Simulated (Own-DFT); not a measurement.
# How strain changes the stress of diamond-structure SiGeSn with randomly placed atoms, 64 atoms (Ge52Si8Sn4)

Calculated results; nothing here was measured. The program, named Own-DFT, is a retired in-house plane-wave density functional code that no person has reviewed. Each row is one single-point run on a periodic cell that was not relaxed, without spin or spin-orbit coupling.

Settings of every run: PBE; PseudoDojo norm-conserving scalar-relativistic files; cutoff 49 hartree; 3 x 3 x 3 k mesh centred on Gamma; Fermi-Dirac smearing of 0.1 eV.

Known limits: forces on such cells moved up to 12 meV/angstrom on a denser k mesh; stress not checked against mesh or cutoff.

Unstrained cell vectors in Å: (11.363, 0.000, 0.000); (0.000, 11.363, 0.000); (0.000, 0.000, 11.363). The unstrained cell has measured lattice constants (interpolated for alloys), not those of this functional. That, the random moves and any unrelaxed bonds set the pressure at no strain. Each run strains this cell uniformly, with the atoms carried along. Every atom was also moved at random, by a Gaussian of width 0.05 Å on each axis. The random placing of the alloy's atoms differs from row to row. Strain is the symmetric tensor, in per cent. Stress is positive in tension, and the pressure is minus a third of its trace.

| run | e_xx (%) | e_yy (%) | e_zz (%) | s_xx (GPa) | s_yy (GPa) | s_zz (GPa) | P (GPa) | E (meV/atom) |
|---|---|---|---|---|---|---|---|---|
| 1 | -3.00 | -3.00 | 0.00 | -10.81 | -11.05 | -8.89 | 10.25 | 98.3 |
| 2 | 2.25 | 2.25 | 0.00 | -1.12 | -1.12 | -2.53 | 1.59 | 16.4 |
| 3 | -0.50 | -0.50 | 0.00 | -5.59 | -5.45 | -5.17 | 5.40 | 30.3 |
| 4 | 2.00 | 2.00 | 0.00 | -1.29 | -1.20 | -2.48 | 1.66 | 2.8 |
| 5 | 3.00 | 3.00 | 0.00 | -0.02 | 0.12 | -1.68 | 0.52 | 6.4 |
| 6 | 0.50 | 0.50 | 0.00 | -3.63 | -3.51 | -3.85 | 3.66 | 6.1 |
| 7 | -2.75 | -2.75 | 0.00 | -10.23 | -10.40 | -8.35 | 9.66 | 90.1 |
| 8 | 2.50 | 2.50 | 0.00 | -0.54 | -0.64 | -1.93 | 1.04 | 0.0 |
| 9 | -0.75 | -0.75 | 0.00 | ? | ? | ? | ? | ? |

E is the free energy for each atom above the lowest run shown.

## Worked fit

The change of volume is close to e_xx + e_yy + e_zz. A straight line through the runs shown gives P = 5.08 - 81 x (fractional change of volume) GPa, with an error of 3 on the slope and a scatter of 0.40 GPa. The strain isn't the same on all axes, but the crystal is cubic, so the slope still estimates the bulk modulus, averaged over pressures from 0.5 to 10.2 GPa.

## Withheld run

Question: what pressure should run 9 give? Its volume changes by -1.49 %.

The line gives 6.3 GPa. The calculation gave 5.90 GPa.
